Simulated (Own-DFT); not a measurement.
# Computed records: InAs (zincblende, strongly disordered by large displacements), GaP (zincblende, strongly disordered by large displacements)

Computed with Own-DFT development build. A calculation, not a measurement: plane-wave PBE density functional theory by an unreviewed code, no spin, of a simulated periodic cell, stress positive in tension, free energy of the whole cell less one offset for each atom, forces on such cells passed a denser k mesh, this cell's mesh not checked; broken bonds can close the gap or carry spin, so checks made on this kind of crystal may not hold here; offsets are fitted by least squares, one for each functional and potential file, so energies compare only between cells with the same atoms and settings and are not formation energies; the far tail of each file's local potential was reset to the Coulomb form; each entry is a single point on an unrelaxed cell, so the pressure reflects the starting lattice, mostly measured values (interpolated for alloys), from which strain is counted, and rises with the displacements; printed positions are rounded, which can move forces by about a meV/angstrom; the program, named Own-DFT, is a retired in-house code; no spin-orbit coupling.

Settings shared by all entries: functional PBE; potential files PseudoDojo norm-conserving, scalar-relativistic, standard set; wave cutoff 42 hartree; occupations Fermi-Dirac; smearing width 0.1 eV; k mesh 3 x 3 x 3 centred on Gamma.

(1) 
```cif
# cell vector a (Å): 12.1166 0.0000 0.0000
# cell vector b (Å): 0.0000 12.1166 0.0000
# cell vector c (Å): 0.0000 0.0000 12.1166
data_InAs
_symmetry_space_group_name_H-M 'P 1'
_symmetry_Int_Tables_number 1
_cell_length_a 12.1166
_cell_length_b 12.1166
_cell_length_c 12.1166
_cell_angle_alpha 90.000
_cell_angle_beta 90.000
_cell_angle_gamma 90.000
_cell_volume 1778.86
loop_
_atom_site_label
_atom_site_type_symbol
_atom_site_fract_x
_atom_site_fract_y
_atom_site_fract_z
_atom_site_occupancy
In1 In 0.00658 0.99512 0.01949 1
In2 In 0.00090 0.23749 0.24295 1
In3 In 0.22893 0.99057 0.24773 1
In4 In 0.23674 0.27362 0.96445 1
As1 As 0.13864 0.13157 0.14114 1
As2 As 0.13729 0.34330 0.37534 1
As3 As 0.36174 0.13989 0.34416 1
As4 As 0.38011 0.39721 0.11795 1
In5 In 0.98878 0.99289 0.51949 1
In6 In 0.00249 0.25291 0.72808 1
In7 In 0.27806 0.99767 0.71757 1
In8 In 0.22918 0.26753 0.49911 1
As5 As 0.11776 0.12031 0.65384 1
As6 As 0.11440 0.37599 0.89896 1
As7 As 0.38523 0.12320 0.85848 1
As8 As 0.35404 0.37849 0.61567 1
In9 In 0.00760 0.50618 0.98736 1
In10 In 0.98709 0.76160 0.24254 1
In11 In 0.22696 0.50703 0.26354 1
In12 In 0.26074 0.76077 0.98831 1
As9 As 0.13370 0.60255 0.10600 1
As10 As 0.11281 0.89814 0.33420 1
As11 As 0.36379 0.62033 0.37273 1
As12 As 0.38428 0.83975 0.11844 1
In13 In 0.99750 0.46742 0.50678 1
In14 In 0.03059 0.74979 0.79812 1
In15 In 0.26169 0.45164 0.76589 1
In16 In 0.25309 0.76545 0.48565 1
As13 As 0.11896 0.60033 0.61850 1
As14 As 0.10216 0.88858 0.86965 1
As15 As 0.36655 0.63074 0.88215 1
As16 As 0.40006 0.87822 0.63648 1
In17 In 0.51968 0.99147 0.01647 1
In18 In 0.48424 0.24220 0.22647 1
In19 In 0.72788 0.99308 0.27070 1
In20 In 0.76792 0.27322 0.99160 1
As17 As 0.58842 0.14529 0.11987 1
As18 As 0.63416 0.36447 0.36920 1
As19 As 0.86286 0.14780 0.38944 1
As20 As 0.88437 0.38905 0.10300 1
In21 In 0.51144 0.00017 0.49327 1
In22 In 0.54068 0.24109 0.74016 1
In23 In 0.70437 0.96425 0.72266 1
In24 In 0.76368 0.24114 0.54532 1
As21 As 0.59446 0.12551 0.62446 1
As22 As 0.64426 0.36377 0.84599 1
As23 As 0.86792 0.11058 0.86896 1
As24 As 0.86051 0.39807 0.64006 1
In25 In 0.47977 0.50237 0.98472 1
In26 In 0.50842 0.76367 0.24378 1
In27 In 0.76724 0.47516 0.25697 1
In28 In 0.75418 0.73347 0.00404 1
As25 As 0.60316 0.61115 0.13103 1
As26 As 0.62087 0.90010 0.36770 1
As27 As 0.87280 0.59909 0.39490 1
As28 As 0.86859 0.86713 0.11389 1
In29 In 0.51127 0.52999 0.46941 1
In30 In 0.47063 0.74594 0.75261 1
In31 In 0.75290 0.49672 0.74583 1
In32 In 0.74586 0.74760 0.51099 1
As29 As 0.62615 0.62995 0.62782 1
As30 As 0.64011 0.85853 0.87873 1
As31 As 0.86433 0.63529 0.85663 1
As32 As 0.88812 0.89691 0.62069 1
_calc_hardware 'one NVIDIA H200'
_calc_free_energy_of_cell_above_offsets '6.326'  # eV
_calc_pressure 10.23  # GPa
_calc_stress_xx -9.91  # GPa
_calc_stress_yy -10.54  # GPa
_calc_stress_zz -10.24  # GPa
_calc_stress_yz -0.41  # GPa
_calc_stress_xz 1.93  # GPa
_calc_stress_xy -0.07  # GPa
_calc_wall_time 1208  # s
```

Force:
```csv
element,x (eV/Å),y (eV/Å),z (eV/Å)
In,-0.53,1.933,-0.029
In,-1.59,0.974,0.456
In,8.369,3.742,-4.036
In,7.652,-6.474,4.796
As,-0.133,0.606,-3.407
As,-6.122,5.134,-6.713
As,-1.142,-1.792,2.907
As,-2.244,-1.644,1.181
In,5.35,6.015,-6.492
In,-2.475,1.789,3.126
In,-2.419,2.468,2.678
In,5.006,-5.977,6.54
As,2.019,-1.782,-3.047
As,-5.091,2.278,-6.231
As,-0.07,0.388,0.995
As,3.923,-0.61,-1.55
In,-3.042,2.505,-0.169
In,0.248,-2.803,0.471
In,0.551,-1.062,-0.483
In,-3.242,0.081,-0.092
As,0.395,3.029,1.184
As,-5.695,-5.187,7.218
As,-0.255,2.031,-0.928
As,-1.097,3.947,-0.189
In,1.185,0.533,-1.3
In,-3.852,-7.923,-5.721
In,-1.588,2.879,1.237
In,-0.974,-0.253,0.526
As,1.134,1.421,1.382
As,6.083,6.852,3.25
As,-0.9,-1.722,-2.257
As,-0.052,-0.297,-4.697
In,-1.395,-1.375,-1.789
In,-2.47,5.102,3.574
In,6.658,6.394,-6.339
In,-0.946,-2.772,-0.819
As,6.796,-2.726,-3.346
As,-1.253,-0.842,1.097
As,0.682,-1.588,-0.986
As,0.75,-0.342,2.265
In,-3.138,1.321,-0.585
In,-6.131,4.68,4.822
In,1.858,1.558,-0.46
In,-1.457,0.202,-1.004
As,4.464,-5.192,-5.49
As,-0.88,1.766,3.172
As,-0.023,0.417,-0.044
As,3.913,-4.218,-2.899
In,2.736,-0.2,-0.448
In,0.989,-1.972,2.062
In,-0.636,1.181,-0.647
In,-1.132,-1.115,0.864
As,2.087,-0.186,-0.212
As,-4.138,-7.629,4.478
As,0.199,1.816,-1.041
As,-1.143,1.34,0.956
In,1.406,-2.113,1.122
In,3.262,-2.008,1.67
In,-3.04,4.404,2.461
In,1.5,1.042,-0.888
As,-1.564,-0.233,0.68
As,-2.179,-0.433,0.686
As,0.938,-0.667,0.714
As,-6.117,-6.694,5.767
```

(2) 
```cif
# cell vector a (Å): 10.9010 0.0000 0.0000
# cell vector b (Å): 0.0000 10.9010 0.0000
# cell vector c (Å): 0.0000 0.0000 10.9010
data_GaP
_symmetry_space_group_name_H-M 'P 1'
_symmetry_Int_Tables_number 1
_cell_length_a 10.9010
_cell_length_b 10.9010
_cell_length_c 10.9010
_cell_angle_alpha 90.000
_cell_angle_beta 90.000
_cell_angle_gamma 90.000
_cell_volume 1295.39
loop_
_atom_site_label
_atom_site_type_symbol
_atom_site_fract_x
_atom_site_fract_y
_atom_site_fract_z
_atom_site_occupancy
Ga1 Ga 0.98575 0.99955 0.01444 1
Ga2 Ga 0.02568 0.19917 0.24516 1
Ga3 Ga 0.27082 0.01985 0.28541 1
Ga4 Ga 0.29238 0.25708 0.01002 1
P1 P 0.10880 0.08409 0.10733 1
P2 P 0.09661 0.35151 0.38606 1
P3 P 0.35672 0.18430 0.31976 1
P4 P 0.37213 0.35833 0.17752 1
Ga5 Ga 0.02806 0.00272 0.50278 1
Ga6 Ga 0.00401 0.22885 0.77877 1
Ga7 Ga 0.28574 0.03737 0.77389 1
Ga8 Ga 0.17914 0.23155 0.49822 1
P5 P 0.07796 0.11309 0.62647 1
P6 P 0.11283 0.41931 0.83900 1
P7 P 0.39828 0.18151 0.80172 1
P8 P 0.37558 0.34933 0.68002 1
Ga9 Ga 0.98964 0.50678 0.97263 1
Ga10 Ga 0.99406 0.74078 0.22798 1
Ga11 Ga 0.20286 0.47353 0.23568 1
Ga12 Ga 0.19016 0.75793 0.03441 1
P9 P 0.10048 0.63787 0.13775 1
P10 P 0.11516 0.88858 0.32968 1
P11 P 0.37093 0.60211 0.39588 1
P12 P 0.39058 0.86600 0.10360 1
Ga13 Ga 0.95043 0.51456 0.49517 1
Ga14 Ga 0.98183 0.73066 0.72196 1
Ga15 Ga 0.27245 0.47516 0.74416 1
Ga16 Ga 0.28146 0.75310 0.48268 1
P13 P 0.10944 0.60327 0.65108 1
P14 P 0.12103 0.86181 0.86294 1
P15 P 0.28972 0.56151 0.90565 1
P16 P 0.40770 0.79806 0.61744 1
Ga17 Ga 0.52794 0.96740 0.06574 1
Ga18 Ga 0.52780 0.20057 0.28735 1
Ga19 Ga 0.69482 0.00405 0.25744 1
Ga20 Ga 0.72766 0.25103 0.00198 1
P17 P 0.61018 0.12824 0.11626 1
P18 P 0.61704 0.41762 0.38581 1
P19 P 0.85518 0.17841 0.31456 1
P20 P 0.86917 0.39047 0.16556 1
Ga21 Ga 0.51223 0.98444 0.48463 1
Ga22 Ga 0.55685 0.24450 0.76336 1
Ga23 Ga 0.74719 0.01513 0.76268 1
Ga24 Ga 0.78589 0.29606 0.48314 1
P21 P 0.65578 0.15932 0.64477 1
P22 P 0.65529 0.35706 0.87566 1
P23 P 0.92381 0.12532 0.91193 1
P24 P 0.87486 0.40326 0.62910 1
Ga25 Ga 0.58850 0.50230 0.98235 1
Ga26 Ga 0.49746 0.72005 0.22778 1
Ga27 Ga 0.75774 0.50028 0.26786 1
Ga28 Ga 0.77821 0.76616 0.96363 1
P25 P 0.67214 0.63451 0.10848 1
P26 P 0.64077 0.88921 0.41397 1
P27 P 0.84229 0.63495 0.40532 1
P28 P 0.82946 0.80969 0.12968 1
Ga29 Ga 0.49700 0.45549 0.52180 1
Ga30 Ga 0.53129 0.72088 0.71413 1
Ga31 Ga 0.80541 0.45854 0.77978 1
Ga32 Ga 0.73489 0.72915 0.50133 1
P29 P 0.63847 0.61518 0.59243 1
P30 P 0.58781 0.89583 0.85145 1
P31 P 0.85390 0.59538 0.87487 1
P32 P 0.89667 0.93801 0.59554 1
_calc_hardware 'one NVIDIA H100'
_calc_free_energy_of_cell_above_offsets '40.349'  # eV
_calc_pressure 20.21  # GPa
_calc_stress_xx -22.37  # GPa
_calc_stress_yy -18.95  # GPa
_calc_stress_zz -19.3  # GPa
_calc_stress_yz -3.32  # GPa
_calc_stress_xz 4.42  # GPa
_calc_stress_xy 0.62  # GPa
_calc_wall_time 615  # s
```

Force:
```csv
element,x (eV/Å),y (eV/Å),z (eV/Å)
Ga,-1.798,-11.09,0.467
Ga,2.878,1.891,-0.597
Ga,-1.046,-3.79,-2.286
Ga,-1.189,-0.284,-1.123
P,8.008,3.764,3.782
P,-2.453,4.537,-3.264
P,-6.941,3.018,2.691
P,0.224,-0.26,-0.204
Ga,3.184,-3.339,-11.37
Ga,1.333,3.646,-2.183
Ga,-3.611,-5.308,-0.953
Ga,3.914,-1.524,2.479
P,4.586,4.496,6.213
P,-1.669,-2.779,1.537
P,-6.144,0.551,4.126
P,4.678,-5.555,-5.337
Ga,1.788,-0.937,4.005
Ga,-5.671,4.644,5.895
Ga,0.895,0.453,1.324
Ga,3.904,3.357,-4.469
P,2.662,-9.83,-1.965
P,0.622,-0.097,2.515
P,0.571,-2.053,-2.889
P,-6.872,-4.423,2.943
Ga,5.875,-0.708,0.823
Ga,-1.375,2.64,1.353
Ga,-2.5,5.198,-2.528
Ga,-4.339,0.532,-1.168
P,2.025,-1.462,-3.207
P,-0.488,0.923,0.445
P,1.566,2.426,5.254
P,-4.267,6.591,-1.655
Ga,3.679,0.868,-4.312
Ga,7.958,2.466,0.626
Ga,2.937,0.07,0.249
Ga,5.302,-3.079,4.534
P,1.107,2.448,-0.356
P,1.906,-4.333,-3.055
P,-5.047,-1.351,2.215
P,2.818,-3.94,-3.868
Ga,-6.58,4.715,3.995
Ga,1.482,3.737,0.276
Ga,1.338,-0.226,0.028
Ga,-1.922,-1.572,-0.373
P,3.947,-3.48,-7.21
P,-0.333,3.488,-2.769
P,-7.698,4.32,-2.631
P,2.641,-5.353,-3.353
Ga,-3.152,1.933,1.068
Ga,-0.078,-0.251,0.756
Ga,-2.019,3.035,0.548
Ga,-3.147,-0.259,-6.367
P,-1.185,0.371,1.926
P,4.64,-4.632,-3.892
P,5.492,-1.318,-8.764
P,1.436,4.296,5.696
Ga,-3.525,1.861,3.111
Ga,3.823,-1.692,6.338
Ga,-5.283,-3.271,0.593
Ga,-0.547,10.03,1.55
P,-2.771,-6.745,4.428
P,1.538,-0.756,0.706
P,0.83,8.913,2.069
P,-7.94,-5.528,5.578
```

(3) 
```cif
# cell vector a (Å): 10.9010 0.0000 0.0000
# cell vector b (Å): 0.0000 10.9010 0.0000
# cell vector c (Å): 0.0000 0.0000 10.9010
data_GaP
_symmetry_space_group_name_H-M 'P 1'
_symmetry_Int_Tables_number 1
_cell_length_a 10.9010
_cell_length_b 10.9010
_cell_length_c 10.9010
_cell_angle_alpha 90.000
_cell_angle_beta 90.000
_cell_angle_gamma 90.000
_cell_volume 1295.39
loop_
_atom_site_label
_atom_site_type_symbol
_atom_site_fract_x
_atom_site_fract_y
_atom_site_fract_z
_atom_site_occupancy
Ga1 Ga 0.96102 0.00064 0.00361 1
Ga2 Ga 0.99673 0.23253 0.25868 1
Ga3 Ga 0.25878 0.03327 0.26857 1
Ga4 Ga 0.24838 0.28087 0.01436 1
P1 P 0.11591 0.12403 0.12458 1
P2 P 0.12514 0.36586 0.35300 1
P3 P 0.36532 0.11567 0.37697 1
P4 P 0.36484 0.36156 0.10988 1
Ga5 Ga 0.02080 0.00676 0.49118 1
Ga6 Ga 0.98652 0.25545 0.75402 1
Ga7 Ga 0.25864 0.01343 0.76064 1
Ga8 Ga 0.26114 0.24486 0.49199 1
P5 P 0.15464 0.10262 0.65137 1
P6 P 0.10711 0.38546 0.88463 1
P7 P 0.38538 0.12610 0.91787 1
P8 P 0.35941 0.35816 0.62758 1
Ga9 Ga 0.98247 0.52525 0.99342 1
Ga10 Ga 0.00934 0.73168 0.23646 1
Ga11 Ga 0.26761 0.50585 0.23379 1
Ga12 Ga 0.21406 0.75522 0.95309 1
P9 P 0.14207 0.63199 0.11814 1
P10 P 0.13109 0.88455 0.39178 1
P11 P 0.39273 0.64550 0.37804 1
P12 P 0.38777 0.88369 0.12536 1
Ga13 Ga 0.02516 0.49861 0.49531 1
Ga14 Ga 0.97625 0.75083 0.75060 1
Ga15 Ga 0.25998 0.50253 0.74866 1
Ga16 Ga 0.26529 0.74013 0.49409 1
P13 P 0.13169 0.60524 0.60250 1
P14 P 0.11752 0.90129 0.88408 1
P15 P 0.38982 0.62253 0.85133 1
P16 P 0.37828 0.89620 0.58074 1
Ga17 Ga 0.52842 0.00814 0.00349 1
Ga18 Ga 0.49383 0.29129 0.27271 1
Ga19 Ga 0.72530 0.98860 0.24427 1
Ga20 Ga 0.76499 0.25622 0.99804 1
P17 P 0.61810 0.13306 0.12651 1
P18 P 0.65128 0.38583 0.40373 1
P19 P 0.87629 0.12608 0.35407 1
P20 P 0.86457 0.35178 0.14134 1
Ga21 Ga 0.52538 0.98617 0.48487 1
Ga22 Ga 0.50593 0.21455 0.75544 1
Ga23 Ga 0.75665 0.97410 0.73207 1
Ga24 Ga 0.72772 0.24069 0.48063 1
P21 P 0.63546 0.11280 0.62317 1
P22 P 0.60236 0.42342 0.83361 1
P23 P 0.84522 0.11278 0.89644 1
P24 P 0.88687 0.38928 0.61712 1
Ga25 Ga 0.51807 0.46744 0.01651 1
Ga26 Ga 0.47551 0.76784 0.25220 1
Ga27 Ga 0.73054 0.45846 0.23305 1
Ga28 Ga 0.75174 0.75700 0.99676 1
P25 P 0.63708 0.61840 0.13800 1
P26 P 0.63250 0.87416 0.41087 1
P27 P 0.86734 0.58805 0.40472 1
P28 P 0.90470 0.87151 0.12780 1
Ga29 Ga 0.48962 0.44251 0.47510 1
Ga30 Ga 0.50620 0.76639 0.76135 1
Ga31 Ga 0.74941 0.52083 0.77522 1
Ga32 Ga 0.73460 0.74432 0.49102 1
P29 P 0.59539 0.67377 0.63245 1
P30 P 0.63270 0.88054 0.86892 1
P31 P 0.86190 0.63928 0.86458 1
P32 P 0.87042 0.85826 0.63868 1
_calc_hardware 'one NVIDIA H100'
_calc_free_energy_of_cell_above_offsets '1.072'  # eV
_calc_pressure 10.62  # GPa
_calc_stress_xx -11.1  # GPa
_calc_stress_yy -10.8  # GPa
_calc_stress_zz -9.96  # GPa
_calc_stress_yz -0.85  # GPa
_calc_stress_xz -1.02  # GPa
_calc_stress_xy 1.58  # GPa
_calc_wall_time 584.8  # s
```

Force:
```csv
element,x (eV/Å),y (eV/Å),z (eV/Å)
Ga,3.926,1.548,-0.642
Ga,2.446,2.141,-2.276
Ga,-5.874,-5.744,-6.69
Ga,-7.719,-6.097,-5.605
P,0.882,0.09,-0.523
P,1.266,0.876,1.032
P,7.909,4.619,4.72
P,7.238,5.405,6.368
Ga,-2.247,1.376,2.497
Ga,0.606,-1.119,0.086
Ga,5.277,-4.163,4.617
Ga,-2.37,-0.157,0.51
P,-6.615,6.08,-6.128
P,0.996,0.103,-0.629
P,-1.282,0.632,-2.588
P,2.076,-0.202,0.362
Ga,0.839,-1.126,1.483
Ga,-0.261,0.27,2.87
Ga,-0.247,0.22,1.149
Ga,3.544,-3.157,1.963
P,-0.531,-0.508,-1.319
P,1.513,-2.689,-3.119
P,-0.07,-5.036,-0.195
P,-1.832,1.658,-1.748
Ga,-1.713,-3.261,-2.255
Ga,4.901,-0.66,0.455
Ga,-1.556,-0.288,-0.438
Ga,-2.128,1.168,1.309
P,2.686,3.964,4.118
P,-2.218,1.44,-2.189
P,-1.248,0.571,2.66
P,-1.582,-0.937,3.985
Ga,-1.046,-2.101,0.108
Ga,-0.569,-2.519,-0.526
Ga,1.459,-0.063,0.285
Ga,-3.028,0.859,0.37
P,1.259,2.191,1.745
P,0.171,2.77,-3.301
P,-3.113,-3.043,3.743
P,2.73,1.256,-1.501
Ga,-5.377,7.21,3.562
Ga,-0.755,1.655,0.286
Ga,-1.5,3.108,2.109
Ga,4.501,-4.475,3.006
P,-0.221,0.195,-0.262
P,-2.606,-4.57,1.483
P,0.464,0.082,-4.552
P,-1.63,-0.856,0.81
Ga,0.217,2.043,-0.347
Ga,3.218,-0.217,-0.235
Ga,0.392,2.715,0.802
Ga,0.05,0.165,1.463
P,-1.343,0.668,-0.541
P,3.324,-2.487,-9.064
P,-1.186,1.888,-2.822
P,-4.168,-2.247,2.042
Ga,-4.486,3.414,2.758
Ga,-3.421,2.576,1.574
Ga,0.536,-0.625,-5.136
Ga,3.766,-3.754,2.938
P,3.295,-5.116,-3.872
P,-0.351,0.664,1.769
P,1.825,0.833,3.306
P,0.975,0.76,-5.84
```

(4) 
```cif
# cell vector a (Å): 12.1166 0.0000 0.0000
# cell vector b (Å): 0.0000 12.1166 0.0000
# cell vector c (Å): 0.0000 0.0000 12.1166
data_InAs
_symmetry_space_group_name_H-M 'P 1'
_symmetry_Int_Tables_number 1
_cell_length_a 12.1166
_cell_length_b 12.1166
_cell_length_c 12.1166
_cell_angle_alpha 90.000
_cell_angle_beta 90.000
_cell_angle_gamma 90.000
_cell_volume 1778.86
loop_
_atom_site_label
_atom_site_type_symbol
_atom_site_fract_x
_atom_site_fract_y
_atom_site_fract_z
_atom_site_occupancy
In1 In 0.00617 0.99375 0.01307 1
In2 In 0.99191 0.27721 0.25363 1
In3 In 0.25485 0.03830 0.24190 1
In4 In 0.26247 0.25326 0.02254 1
As1 As 0.12222 0.11066 0.12654 1
As2 As 0.13611 0.39085 0.36028 1
As3 As 0.39144 0.09881 0.37903 1
As4 As 0.39432 0.40185 0.13461 1
In5 In 0.00164 0.00426 0.50691 1
In6 In 0.01184 0.24580 0.71986 1
In7 In 0.24820 0.01206 0.74501 1
In8 In 0.26904 0.26736 0.49625 1
As5 As 0.14893 0.12103 0.62452 1
As6 As 0.13163 0.36854 0.88539 1
As7 As 0.34651 0.13001 0.88778 1
As8 As 0.35718 0.42743 0.64311 1
In9 In 0.99546 0.46470 0.98197 1
In10 In 0.99575 0.74112 0.25737 1
In11 In 0.25854 0.50402 0.25201 1
In12 In 0.26663 0.76676 0.96979 1
As9 As 0.14750 0.64528 0.13722 1
As10 As 0.12160 0.87780 0.36810 1
As11 As 0.38120 0.63605 0.37237 1
As12 As 0.38751 0.88522 0.16127 1
In13 In 0.03862 0.49578 0.48879 1
In14 In 0.99547 0.74686 0.74056 1
In15 In 0.23745 0.50361 0.73169 1
In16 In 0.25402 0.76559 0.50563 1
As13 As 0.13081 0.63741 0.64686 1
As14 As 0.16358 0.87559 0.84746 1
As15 As 0.37459 0.62768 0.87892 1
As16 As 0.36024 0.88561 0.64246 1
In17 In 0.48633 0.99233 0.02659 1
In18 In 0.51601 0.25126 0.26488 1
In19 In 0.75902 0.99804 0.24163 1
In20 In 0.76804 0.25009 0.97876 1
As17 As 0.64701 0.13716 0.13814 1
As18 As 0.62212 0.36603 0.37562 1
As19 As 0.87685 0.10415 0.37911 1
As20 As 0.89202 0.35639 0.13363 1
In21 In 0.48722 0.02888 0.49701 1
In22 In 0.49717 0.27098 0.76313 1
In23 In 0.75271 0.00405 0.74959 1
In24 In 0.76181 0.25178 0.48486 1
As21 As 0.63737 0.14970 0.62404 1
As22 As 0.62287 0.36045 0.86287 1
As23 As 0.86155 0.12843 0.89099 1
As24 As 0.84565 0.37947 0.62626 1
In25 In 0.49393 0.48365 0.98765 1
In26 In 0.52495 0.74321 0.24776 1
In27 In 0.74660 0.48592 0.25495 1
In28 In 0.75764 0.73686 0.00338 1
As25 As 0.62808 0.63849 0.12966 1
As26 As 0.63170 0.88342 0.40053 1
As27 As 0.88720 0.58412 0.35466 1
As28 As 0.86296 0.83575 0.13188 1
In29 In 0.50197 0.50482 0.48938 1
In30 In 0.50907 0.75847 0.75233 1
In31 In 0.74976 0.51018 0.72822 1
In32 In 0.74150 0.74680 0.52546 1
As29 As 0.63035 0.65351 0.62829 1
As30 As 0.60198 0.87732 0.86766 1
As31 As 0.89227 0.60447 0.85178 1
As32 As 0.86160 0.88739 0.63764 1
_calc_hardware 'one NVIDIA H200'
_calc_stress_xx ?
```

## Withheld values
1. Estimate the stress xx of InAs (zincblende, strongly disordered by large displacements) (entry 4).

Calculated values
1. -9.36 GPa

Further results for InAs (zincblende, strongly disordered by large displacements) (entry 4):

- free energy of cell above offsets: -1.654 eV
- pressure: 8.88 GPa
- stress yy: -7.88 GPa
- stress zz: -9.4 GPa
- stress yz: -0.76 GPa
- stress xz: -0.29 GPa
- stress xy: 2.74 GPa
- wall time: 1175 s

Force:
```csv
element,x (eV/Å),y (eV/Å),z (eV/Å)
In,-1.32,-1.949,-1.654
In,4.406,-5.484,5.313
In,0.855,-2.79,1.609
In,-0.797,1.164,0.829
As,-1.248,3.655,-0.326
As,1.071,-3.401,-0.133
As,-6.496,7.158,-7.575
As,-0.889,-3.043,1.555
In,0.972,-1.107,0.466
In,-1.185,0.924,1.654
In,1.827,1.501,1.286
In,0.206,-0.199,0.122
As,-1.919,2.126,-3.163
As,1.832,-1.478,-2.379
As,2.803,-0.394,-0.657
As,9.708,-7.266,-6.944
In,-0.887,2.523,1.792
In,0.888,-0.582,0.355
In,0.609,2.057,-0.895
In,0.351,-0.396,4.193
As,-0.452,-0.242,-1.614
As,0.259,0.515,0.495
As,-0.132,0.176,0.391
As,-1.537,-1.353,-0.1
In,-2.608,2.042,2.909
In,-0.693,2.221,0.969
In,-6.702,3.413,8.969
In,-0.427,-0.34,-0.604
As,-0.705,0.856,-3.86
As,-5.036,-0.923,1.158
As,1.219,-1.559,-1.635
As,2.713,-0.806,-1.713
In,1.36,1.676,-1.778
In,-2.222,-1.877,-2.24
In,-0.49,-1.513,0.493
In,-4.126,4.411,4.503
As,-0.983,0.186,-1.562
As,1.218,2.001,2.014
As,0.456,2.161,-0.709
As,-5.815,4.072,-5.789
In,7.519,-5.884,9.453
In,-4.166,-3.265,-3.085
In,-2.296,1.456,1.838
In,0.058,-0.623,-0.098
As,-1.516,-0.742,0.364
As,3.775,3.78,2.893
As,5.312,-5.416,-4.333
As,3.913,-2.049,-1.851
In,1.722,1.836,-1.29
In,-1.682,2.682,3.134
In,-0.958,-0.082,-1.863
In,-1.13,-0.847,-3.67
As,1.27,-4.124,-2.165
As,-0.15,-0.017,-1.198
As,0.864,1.907,2.443
As,1.68,3.456,0.801
In,0.026,0.727,0.847
In,-3.137,-1.452,-0.899
In,-1.927,1.27,2.084
In,4.758,3.438,-5.073
As,-4.334,-5.4,2.553
As,2.937,2.421,2.957
As,-1.078,0.376,1.908
As,2.455,-1.585,-1.497
```
